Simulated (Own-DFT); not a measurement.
Al₁₆O₂₃ (corundum with two vacancies, atoms displaced), Al₃₂O₄₇ (corundum with one vacancy, atoms displaced), Al₃₁GaO₄₈ (corundum with substituted atoms, atoms displaced) (calculated)

Computed with Own-DFT development build. A calculation, not a measurement: plane-wave PBE density functional theory by an unreviewed code, no spin, of a simulated periodic cell, stress positive in tension, free energy of the whole cell less one offset for each atom, defect cell not probed for a lower state with spin; oxygen file: force components 24 meV/angstrom off all-electron in one glass; forces on such cells passed a denser k mesh, this cell's mesh not checked; offsets are fitted by least squares, one for each functional and potential file, so energies compare only between cells with the same atoms and settings and are not formation energies; the far tail of each file's local potential was reset to the Coulomb form; each entry is a single point on an unrelaxed cell, so the pressure reflects the starting lattice, mostly measured values, from which strain is counted, and rises with the displacements; printed positions are rounded, which can move forces by about a meV/angstrom; the program is a retired in-house code; no spin-orbit coupling; before rounding, a Quantum ESPRESSO 7.3.1 run of the same cell and cutoff gave forces within 1 meV/angstrom rms on each cell, which checks the program and not the settings.

Settings shared by all entries: functional PBE; potential files PseudoDojo norm-conserving, scalar-relativistic, standard set; wave cutoff 72 hartree; occupations Fermi-Dirac; smearing width 0.1 eV; k mesh 3 x 3 x 3 centred on Gamma.

(1) 
```xyz
78
Lattice="5.4940 0.0000 8.6604 -2.7470 4.7579 8.6604 -2.7470 -4.7579 8.6604" Properties=species:S:1:pos:R:3:force_x:R:1:force_y:R:1:force_z:R:1 formula=Al16O23 free_energy_of_cell_above_offsets=-53.380 pressure=7.03 stress_xx=-7.44 stress_yy=-7.49 stress_zz=-6.16 stress_yz=-0.02 stress_xz=0.38 stress_xy=0.11
Al    -0.0219    -0.0084     4.5858       0.62      0.981     -0.064
Al    -0.0200    -0.0481     8.4037      0.592      1.328     -0.416
Al    -0.0520    -0.0222    11.0593      1.809      0.987      0.211
Al    -0.0242    -0.0551     1.9606      0.924      1.166     -0.809
O     -0.0779     1.6816     7.5114     -0.931     -1.501      1.289
O      1.4809    -0.7122     7.5302     -0.341     -0.351      0.827
O     -1.3528    -0.9658     7.5409     -0.566      0.724        0.2
O      0.0832    -1.6245     5.4214      0.406     -0.081     -0.299
O     -1.5392     0.7618     5.4119      0.782     -1.209     -0.621
O      1.4116     0.9240     5.3943     -1.045      0.145      -0.32
Al    -1.3527    -2.3768     8.9098     -0.762     -1.051     -0.346
Al    -1.3965    -2.3264    12.6963       0.72     -1.127      0.693
Al    -1.4136    -2.3585    15.3854      0.976     -0.052     -0.135
Al    -1.3652    -2.3869     6.2140     -0.951     -1.119     -0.154
O     -1.4821    -0.6894    11.8928     -0.662     -0.735      0.098
O      0.1528    -3.1060    11.9300     -0.842     -0.024     -0.424
O     -2.6937    -3.2926    11.8932     -0.782       0.06      0.267
O     -1.2869    -4.0045     9.7760      0.613     -0.122      -0.16
O     -2.8440    -1.6727     9.6999     -0.283      1.105      0.699
O      0.0088    -1.4502     9.6845      0.112      0.123       0.81
Al    -1.3279     2.3780     8.9192     -0.035      0.754     -0.976
Al    -1.3864     2.4531    12.7327      0.612     -1.526     -0.025
Al    -1.4020     2.3485    15.4010       0.61       0.37     -0.114
Al    -1.4113     2.3332     6.2047      0.471      1.634      1.423
O     -1.4814     4.0228    11.8902     -0.208      0.349      0.275
O      0.1179     1.6462    11.8981      -0.55     -0.062      0.324
O     -2.7429     1.4433    11.9037     -0.245      0.204     -0.038
O     -1.2780     0.7532     9.7381      0.516     -0.957     -0.199
O     -2.7759     3.0993     9.7642      -1.47     -0.523      0.202
O      0.0151     3.2918     9.7194       0.18      0.025      0.352
Al    -2.7659     0.0141    13.2454      -0.58      0.506       0.46
Al    -2.7139     0.0627    17.0814     -1.427     -1.058      0.429
Al    -2.6971    -0.0286    19.7409     -1.694      0.974     -0.779
Al    -2.7334    -0.0213    10.5548      0.003       0.23      0.519
O     -2.8674     1.6902    16.2648      0.146      -0.29     -0.344
O     -1.3037    -0.6785    16.2600      1.389     -0.965     -1.136
O     -4.1063    -0.9130    16.2774     -0.381      0.517     -0.958
O     -2.6514    -1.6554    14.0905       0.32      0.347     -0.811
O     -1.4074     0.9405    14.0492      0.754     -0.136      0.781
Al     2.7197     0.0501     8.9072      1.047     -0.666      0.078
Al     2.7685     0.0241    12.7500     -1.103     -0.544      -0.54
Al     2.7411    -0.0385    15.4281      0.364      0.624     -0.655
Al     2.6938    -0.0235     6.2571      1.526      0.637     -0.124
O      2.6236     1.6502    11.8986      0.339      0.244      0.356
O      4.2407    -0.6965    11.9200      0.078     -0.634       0.04
O      1.3710    -0.9498    11.9015     -0.232      0.497     -0.121
O      2.8679    -1.6612     9.7939      0.098      0.157     -0.787
O      1.2811     0.7581     9.7571     -0.731     -0.849     -0.617
O      4.1283     0.9102     9.7951     -0.405      0.112     -0.406
Al     1.3013    -2.3693    13.3063      2.006     -1.782     -1.104
Al     1.3524    -2.3239    17.1015      0.161     -1.511     -0.298
Al     1.4008    -2.3791    19.7343     -0.549     -1.294     -0.135
Al     1.3502    -2.4016    10.5903      0.636     -0.052      0.512
O      1.2240    -0.6866    16.1952        0.4     -1.029      0.867
O      2.7995    -3.1019    16.2722      0.755      0.363     -0.396
O      0.0382    -3.3214    16.2193     -0.604      0.919      0.307
O     -0.0981    -1.6544    14.0456     -1.717      1.239      1.215
O      2.7256    -1.4551    14.0479      0.487      0.194      0.615
Al     1.3991     2.3613    13.3213     -1.106      0.378     -1.686
Al     1.3671     2.3568    17.1177      0.695      0.695      -0.48
Al     1.3892     2.3716    19.7082     -0.363      -0.08      0.791
Al     1.3532     2.3667    10.5860     -0.072      0.224      0.747
O      1.2829     3.9917    16.2701     -0.315      0.257     -0.164
O      2.9057     1.6419    16.2504      -0.82     -0.431     -0.076
O      0.0137     1.4389    16.2663     -0.327      0.382     -0.375
O      1.4877     0.7099    14.0471     -0.331     -0.036      0.803
O     -0.1414     3.1011    14.0958      0.283     -0.465     -0.265
O      2.7367     3.3196    14.0395       0.47     -0.172      0.574
Al     0.0535    -0.0244    17.5365     -1.476      0.365      0.833
Al     0.0671    -0.0139    21.3773     -1.704      0.659      0.685
Al    -0.0100     0.0531    24.0451     -0.244     -0.483       0.11
Al     0.0036     0.0020    14.9217     -0.628      0.308     -0.731
O     -0.1033     1.6117    20.5491      0.482      0.122     -0.096
O      1.4737    -0.8046    20.5999      0.973      0.743     -0.527
O     -1.4560    -0.9074    20.5527      2.319     -0.725      1.426
O      0.1118    -1.6678    18.4424      0.484      0.663     -0.929
O     -1.5013     0.6813    18.3784      0.702      1.022      0.424
O      1.4029     0.8764    18.4260      -0.38      0.309     -0.599
```

Units: free_energy_of_cell_above_offsets in eV; pressure, stress_xx, stress_yy, stress_zz, stress_yz, stress_xz, stress_xy in GPa; force_x, force_y, force_z in eV/Å.

(2) 
```xyz
79
Lattice="5.4940 0.0000 8.6604 -2.7470 4.7579 8.6604 -2.7470 -4.7579 8.6604" Properties=species:S:1:pos:R:3:force_x:R:1:force_y:R:1:force_z:R:1 formula=Al32O47 free_energy_of_cell_above_offsets=-56.667 pressure=7.32 stress_xx=-8.04 stress_yy=-7.34 stress_zz=-6.58 stress_yz=0.05 stress_xz=0.33 stress_xy=0.29
Al    -0.0210     0.0312     4.5775      0.651      -0.78      0.111
Al     0.0022     0.0234     8.4124     -0.811      0.144      0.394
Al     0.0256    -0.0899    11.1073     -0.688       1.18     -1.141
Al    -0.0013    -0.0146     1.9296      0.267     -0.103     -0.008
O     -0.1532     1.6516     7.5230      0.522       -0.5       0.59
O      1.4747    -0.7003     7.5945      0.443     -0.405     -0.225
O     -1.4040    -0.9592     7.5748     -0.091      0.617      0.135
O      0.0908    -1.6663     5.4425      0.772      0.736     -0.785
O     -1.4933     0.7192     5.4085     -0.118      -0.37     -0.211
O      1.3683     0.9119     5.4374       0.26     -0.177     -0.401
Al    -1.4197    -2.3871     8.9214      0.637      0.042     -0.805
Al    -1.3416    -2.3732    12.7802      -0.94     -0.441     -0.141
Al    -1.3374    -2.3658    15.4543     -1.232     -0.333     -0.501
Al    -1.3766    -2.3737     6.2015      0.215     -0.911      0.976
O     -1.4813    -0.7311    11.9173      0.163     -0.308      0.052
O      0.1018    -3.0777    11.9057      0.333     -0.753     -0.245
O     -2.8062    -3.3123    11.8977      1.808     -0.269      1.203
O     -1.2647    -4.0208     9.7421     -0.382      0.081      0.473
O     -2.8684    -1.6548     9.7922      0.188     -0.653     -1.034
O     -0.0523    -1.4692     9.7154      1.053      0.082      0.817
Al    -1.4373     2.3749     8.9221      1.262     -0.652     -0.101
Al    -1.3473     2.3787    12.7479     -0.991     -0.219     -0.098
Al    -1.3638     2.4114    15.4197      -0.55     -0.757      0.012
Al    -1.3713     2.3148     6.2291      0.046      1.722      0.578
O     -1.4911     4.0299    11.9017      0.047      0.034      0.429
O      0.1145     1.6877    11.8263     -0.276     -0.872      1.149
O     -2.7657     1.4303    11.8974      0.745      0.633      0.359
O     -2.8525     3.1146     9.7532     -0.922       0.09      0.051
O     -0.0077     3.3361     9.7390      0.081     -0.982      0.333
Al    -2.7306    -0.0205    13.2272      -0.52     -0.169     -0.059
Al    -2.7811     0.0280    17.0994      0.298     -0.822     -0.611
Al    -2.7706    -0.0315    19.7127       0.54      0.092      0.046
Al    -2.7613    -0.0390    10.5687      0.683      1.885     -0.227
O     -2.9108     1.6333    16.2254      0.627       0.37      -0.04
O     -1.2586    -0.7555    16.2503      0.202      0.692     -0.118
O     -4.1026    -0.9229    16.2628       -0.8       0.03     -0.602
O     -2.5940    -1.7118    14.0527     -0.911      0.725     -0.084
O     -4.2238     0.6814    14.0393      -0.29      0.851      0.518
O     -1.4140     0.8982    14.0678      1.394      0.426      0.317
Al     2.7670    -0.0524     8.8948     -0.081      1.418      0.183
Al     2.7627     0.0065    12.7437      0.189     -0.371      0.055
Al     2.7173     0.0046    15.4023      0.965      0.223      0.321
Al     2.7687     0.0316     6.2601     -0.461     -0.059     -0.135
O      2.6384     1.6252    11.8999      0.159      0.247      0.128
O      4.2659    -0.7689    11.9035     -0.749      0.557       0.55
O      1.3865    -0.9471    11.9231      0.163      0.207      0.181
O      2.8417    -1.6415     9.7413      0.248     -0.391      0.162
O      1.2979     0.7123     9.7394     -0.428      -0.16      0.176
O      4.1523     0.9205     9.7983      -0.85     -0.131     -1.135
Al     1.3818    -2.3879    13.2579     -0.163      0.498     -0.251
Al     1.4251    -2.3792    17.0799     -1.385      0.173      0.309
Al     1.4353    -2.3963    19.7504     -1.734      0.951     -0.451
Al     1.3952    -2.4128    10.5864     -0.671     -0.271     -0.484
O      1.2796    -0.6888    16.2159     -0.393     -1.212      0.532
O      2.8071    -3.1563    16.2271      0.592      0.875        0.3
O      0.0009    -3.2897    16.2473      0.562     -0.153      0.249
O      1.5106    -3.9820    14.0962     -0.523     -0.411     -0.293
O     -0.1590    -1.6568    14.0681      1.495      0.047      0.042
O      2.7724    -1.4606    14.0681     -0.772       0.18     -0.347
Al     1.3504     2.3679    13.2075       0.76      0.659      0.776
Al     1.3635     2.4004    17.0700      0.092     -0.444      0.338
Al     1.3658     2.3629    19.7649      0.627     -0.376     -0.737
Al     1.4095     2.3342    10.6214     -0.337      0.938     -1.441
O      1.2887     4.0575    16.1907     -1.213     -0.655       1.23
O      2.7986     1.6747    16.2449      0.815     -0.454     -0.465
O      0.0215     1.4640    16.2556     -0.871      0.083     -0.563
O      1.5305     0.7543    14.1102     -0.958     -0.381     -0.826
O     -0.1034     3.1251    14.1103     -0.153     -0.468     -0.624
O      2.7464     3.3101    14.0845     -0.135     -0.424     -0.465
Al    -0.0107    -0.0131    17.5632      0.102      0.192     -0.216
Al    -0.0024     0.0411    21.4011      0.516     -1.143      0.204
Al    -0.0402     0.0040    24.0417      1.979     -0.672     -0.115
Al     0.0230    -0.0462    14.9169     -0.761        1.1      0.142
O     -0.1100     1.6573    20.5924     -0.395      0.273     -0.446
O      1.4824    -0.6585    20.5107      -0.18     -1.358      0.566
O     -1.3590    -0.9276    20.5955     -0.356      0.283     -0.163
O      0.1032    -1.6100    18.3977      0.441     -1.172      0.298
O     -1.4925     0.6638    18.3647     -0.092      1.607      1.124
O      1.3383     0.9244    18.3974      0.237      0.239      0.181
```

Units: free_energy_of_cell_above_offsets in eV; pressure, stress_xx, stress_yy, stress_zz, stress_yz, stress_xz, stress_xy in GPa; force_x, force_y, force_z in eV/Å.

(3) 
```xyz
80
Lattice="5.4940 0.0000 8.6604 -2.7470 4.7579 8.6604 -2.7470 -4.7579 8.6604" Properties=species:S:1:pos:R:3:force_x:R:1:force_y:R:1:force_z:R:1 formula=Al31GaO48 free_energy_of_cell_above_offsets=-52.678 pressure=10.69 stress_xx=-11.19 stress_yy=-11.92 stress_zz=-8.94 stress_yz=0.78 stress_xz=-1.55 stress_xy=-0.18
Al     0.0508    -0.0236     4.6101     -2.121      0.984     -0.448
Al     0.0420     0.0284     8.4451     -1.924     -0.922      0.099
Al     0.0121     0.0323    11.1454     -1.082      0.219     -1.664
Al     0.0151     0.0067     1.9335       0.69      -0.73     -0.231
O     -0.1940     1.5908     7.6162      1.591      1.223     -1.735
O      1.4515    -0.7447     7.6048      0.416      0.769      0.352
O     -1.4109    -0.9459     7.4618      2.561      0.083      2.875
O      0.1042    -1.5732     5.3844      0.515     -2.218      0.462
O     -1.5168     0.6865     5.4560       1.19      0.874      -1.43
O      1.3415     0.8887     5.4581       0.62      0.883     -0.063
Al    -1.3062    -2.3605     8.9851     -1.508     -0.882     -2.364
Al    -1.3918    -2.5085    12.7423      1.194      2.401       0.07
Al    -1.3709    -2.3542    15.3932     -0.942     -0.317      0.019
Al    -1.2877    -2.3601     6.2394     -2.471     -0.407      0.339
O     -1.4153    -0.7595    11.8499     -2.256      0.126      1.018
O      0.1861    -2.9921    11.8657     -2.336     -0.912      1.389
O     -2.7283    -3.3117    11.9378     -0.614       0.02      -0.69
O     -1.2466    -4.0264     9.7107      -1.02       0.19      0.485
O     -2.9036    -1.7434     9.6189      0.952      2.772      2.973
O     -0.0290    -1.4925     9.7644      0.909      1.852     -0.543
Al    -1.3201     2.3295     8.9002     -1.603      1.766     -0.643
Al    -1.4403     2.3470    12.6997      1.577      1.305      1.143
Al    -1.3845     2.3443    15.4803      1.627      0.454     -0.892
Al    -1.3788     2.3938     6.2580     -0.611     -0.805      0.036
O     -1.4914     4.0528    11.9409     -1.375     -1.032      0.342
O      0.0981     1.6732    11.8754     -0.001      0.863      1.249
O     -2.7688     1.4763    11.9111      0.298      -0.97      0.126
O     -1.1556     0.8385     9.7364      -1.84     -3.089      1.575
O     -2.8626     3.1327     9.7431      0.732     -0.873     -0.589
O     -0.0218     3.3036     9.6564       1.18     -0.686      1.234
Al    -2.6631     0.0228    13.2959     -1.626     -1.001     -0.636
Al    -2.7603    -0.0077    17.1209      0.515      0.017      -0.19
Ga    -2.7544    -0.0220    19.8202     -0.009      2.054     -1.526
Al    -2.8691    -0.0005    10.5999      3.024     -0.836      0.054
O     -2.8054     1.6454    16.2482     -0.857     -0.038      0.015
O     -1.2905    -0.7839    16.2183      0.126      1.511      0.348
O     -4.1059    -0.8882    16.2427     -1.052     -0.967     -0.624
O     -2.6553    -1.6132    14.0743      0.549     -1.044      0.156
O     -4.2328     0.6898    14.0756      0.445       0.63     -0.145
O     -1.3859     0.9763    14.0656      0.791     -0.111      0.254
Al     2.6903     0.0494     8.8813      0.866     -0.325      1.017
Al     2.7274     0.0809    12.6816       0.34     -1.917      1.359
Al     2.7729    -0.0363    15.4027     -1.746     -0.152       -0.6
Al     2.7589     0.0024     6.2917     -0.113      0.264     -1.027
O      2.6559     1.6744    11.8674      0.109      0.638     -0.162
O      4.2280    -0.6835    11.7915     -0.293     -0.247      1.689
O      1.3125    -0.9106    11.8077      2.252      0.929      2.177
O      2.9339    -1.5740     9.7510      -1.26      -0.46     -0.192
O      1.2440     0.7938     9.8468       1.37     -1.767     -2.336
O      4.2570     0.9129     9.7439     -2.966      0.334      -1.08
Al     1.3110    -2.3918    13.2994      1.848      0.639     -0.901
Al     1.3665    -2.4466    17.1449      0.771      1.336     -3.041
Al     1.4439    -2.3764    19.6417      -0.53     -0.345      1.652
Al     1.3981    -2.2707    10.5928      0.311     -1.849     -0.374
O      1.2451    -0.7996    16.1974     -0.498      0.515      0.787
O      2.8482    -3.0520    16.2117      0.282     -1.835     -0.187
O      0.0095    -3.2226    16.1931     -0.386     -1.947      1.034
O      1.4626    -4.0036    14.0292     -0.059     -1.415      1.006
O     -0.1393    -1.6601    14.0665     -0.714     -0.395     -0.469
O      2.7052    -1.4353    14.1125      0.153     -0.957     -1.839
Al     1.3689     2.4300    13.2126     -0.846     -0.959      0.989
Al     1.3529     2.4746    17.0572      0.816     -1.767      0.368
Al     1.4288     2.3574    19.7375      -1.95      1.096     -0.558
Al     1.4152     2.3667    10.6085     -1.047      1.571     -0.526
O      1.1831     4.0290    16.2214      0.875      1.296     -0.283
O      2.7426     1.5841    16.1718      1.239      2.021      1.395
O      0.0710     1.4989    16.2478     -1.641     -0.672      -0.13
O      1.4891     0.6990    14.1089     -0.727      1.058     -2.058
O     -0.1031     3.2005    14.0553      -0.28     -1.229     -0.297
O      2.7342     3.2425    14.0342      0.194      1.178      0.446
Al    -0.0007    -0.0264    17.6533     -0.246      1.241     -2.315
Al     0.0434    -0.0397    21.3559     -1.162      1.671      1.345
Al    -0.0350    -0.0154    24.0899      0.829      1.325     -0.528
Al    -0.0028    -0.0588    14.8530      0.954      0.935      1.927
O     -0.2042     1.6127    20.5072      2.279      0.553      0.306
O      1.4836    -0.7320    20.6426      1.481     -1.061     -2.226
O     -1.3699    -0.8736    20.5097      2.311     -2.456      1.474
O      0.0997    -1.6391    18.3638       0.35     -1.396      1.352
O     -1.5239     0.7299    18.4271      1.459      0.512     -1.216
O      1.3938     0.8790    18.4273      -0.88      0.885     -0.179
```

Units: free_energy_of_cell_above_offsets in eV; pressure, stress_xx, stress_yy, stress_zz, stress_yz, stress_xz, stress_xy in GPa; force_x, force_y, force_z in eV/Å.
